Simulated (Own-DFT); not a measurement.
# One host, several defects: 4H SiC

Calculated, not measured: single-point runs of Own-DFT, a retired in-house plane-wave DFT program that no person has reviewed, on unrelaxed cells, without spin or spin-orbit coupling.

Settings: PBE; PseudoDojo norm-conserving scalar-relativistic files; cutoff 42 hartree; 4 x 4 x 3 k mesh centred on Gamma; Fermi-Dirac smearing of 0.1 eV.

Keep in mind (not all hold for every row): not probed for a lower state with spin; forces on such cells passed a denser k mesh, each cell not checked; stress not checked against mesh or cutoff.

All runs share one cell, with vectors in Å (9.248, 0.000, 0.000); (-4.624, 8.009, 0.000); (0.000, 0.000, 10.068) and a volume of 745.7 Å³. u is the rms random offset of the atoms per axis. The defect's site can differ from row to row.

| cell | formula | u (Å) | P (GPa) |
|---|---|---|---|
| no defect | C36Si36 | 0.0303 | 3.77 |
| no defect | C36Si36 | 0.0622 | 6.53 |
| no defect | C36Si36 | 0.0635 | 6.62 |
| one Al on a Si site and one N on a C site | AlC35NSi35 | 0.0514 | 4.79 |
| one Al on a Si site and one N on a C site | AlC35NSi35 | 0.0533 | 6.08 |
| one Al on a Si site and one N on a C site | AlC35NSi35 | 0.0533 | 5.40 |
| one C on a Si site | C37Si35 | 0.0484 | 2.97 |
| one C on a Si site | C37Si35 | 0.0497 | 2.79 |
| one C on a Si site | C37Si35 | 0.0500 | 3.01 |
| one C on a Si site | C37Si35 | 0.0522 | ? |
| two Al on a Si site each | Al2C36Si34 | 0.0299 | 5.87 |
| two Al on a Si site each | Al2C36Si34 | 0.0524 | 7.52 |
| two Al on a Si site each | Al2C36Si34 | 0.0531 | 7.34 |
| one C on a Si site and one Si on a C site | C36Si36 | 0.0296 | 7.33 |
| one C on a Si site and one Si on a C site | C36Si36 | 0.0502 | 7.58 |
| one C on a Si site and one Si on a C site | C36Si36 | 0.0505 | 8.72 |

## Fit

P = P0 + c u² + a shift for each defect gives P0 = 3.19 GPa, c = 836 ± 130 GPa/Å² and a scatter of 0.42 GPa. The shifts, and each times the cell's volume:

- one C on a Si site and one Si on a C site: 3.03 ± 0.36 GPa, 14.1 eV
- two Al on a Si site each: 1.92 ± 0.36 GPa, 9.0 eV (4.5 eV for each of its 2 sites)
- one Al on a Si site and one N on a C site: -0.08 ± 0.34 GPa, -0.4 eV (not resolved)
- one C on a Si site: -2.30 ± 0.35 GPa, -10.7 eV

Against the defect-free cell, a freed cell would be larger where the shift is positive and smaller where it is negative (160.2 GPa Å³ is 1 eV). The atoms around the defects weren't relaxed, which would change these numbers.

## The run left out

Q: what pressure belongs in the blank (one C on a Si site, u = 0.0522 Å)?

The fitted form gives 3.16 ± 0.49 GPa. Computed: 3.01 GPa.
